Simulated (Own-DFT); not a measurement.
# Point defects and the pressure they add: zincblende GaAs

Everything here is calculated. The program is Own-DFT (plane waves, in-house, since retired, never reviewed by a person); positions were held fixed, and spin and spin-orbit coupling were off.

Settings: PBE; PseudoDojo norm-conserving scalar-relativistic files; cutoff 42 hartree; 3 x 3 x 3 k mesh centred on Gamma; Fermi-Dirac smearing of 0.1 eV.

Caveats (not all hold for every row): not probed for a lower state with spin; forces not confirmed at this smearing and k mesh; stress not checked against mesh or cutoff.

All runs share one cell, with vectors in Å (11.737, 0.000, 0.000); (0.000, 11.737, 0.000); (0.000, 0.000, 10.919) and a volume of 1504.3 Å³, strained against the parent crystal. The atoms are randomly displaced, by u rms on each axis. The defect's site can differ from row to row.

| cell | formula | u (Å) | P (GPa) |
|---|---|---|---|
| no defect | As32Ga32 | 0.0298 | 0.75 |
| no defect | As32Ga32 | 0.0306 | 0.77 |
| no defect | As32Ga32 | 0.0493 | 1.06 |
| one Al on a Ga site | AlAs32Ga31 | 0.0299 | ? |
| one Al on a Ga site | AlAs32Ga31 | 0.0307 | 0.73 |
| one Al on a Ga site | AlAs32Ga31 | 0.0492 | 1.04 |
| one Al on a Ga site | AlAs32Ga31 | 0.0516 | 1.04 |
| one As vacancy and one Ga vacancy | As31Ga31 | 0.0307 | 0.44 |
| one As vacancy and one Ga vacancy | As31Ga31 | 0.0313 | 0.53 |
| one As vacancy and one Ga vacancy | As31Ga31 | 0.0487 | 0.51 |
| one P on an As site | As31Ga32P | 0.0304 | 0.51 |
| one P on an As site | As31Ga32P | 0.0336 | 0.57 |
| one P on an As site | As31Ga32P | 0.0516 | 0.87 |
| one In on a Ga site | As32Ga31In | 0.0292 | 1.30 |
| one In on a Ga site | As32Ga31In | 0.0297 | 1.32 |
| one In on a Ga site | As32Ga31In | 0.0499 | 1.61 |

## Worked fit

P = P0 + c u² + a shift for each defect gives P0 = 0.63 GPa, c = 165 ± 23 GPa/Å² and a scatter of 0.07 GPa. The shifts, and each times the cell's volume:

- one In on a Ga site: 0.55 ± 0.05 GPa, 5.1 eV
- one Al on a Ga site: -0.02 ± 0.05 GPa, -0.2 eV (not resolved)
- one P on an As site: -0.24 ± 0.05 GPa, -2.2 eV
- one As vacancy and one Ga vacancy: -0.37 ± 0.05 GPa, -3.5 eV

A positive shift means that the defect pushes the cell outwards. Shift times volume (160.2 GPa Å³ is 1 eV) depends little on the cell's size, so, taken for each site, it can be compared between cells at like pressure. The atoms around the defects weren't relaxed, which would change these numbers.

## Check

Q: what pressure belongs in the blank (one Al on a Ga site, u = 0.0299 Å)?

The fit gives 0.75 ± 0.08 GPa. DFT gave 0.72 GPa.
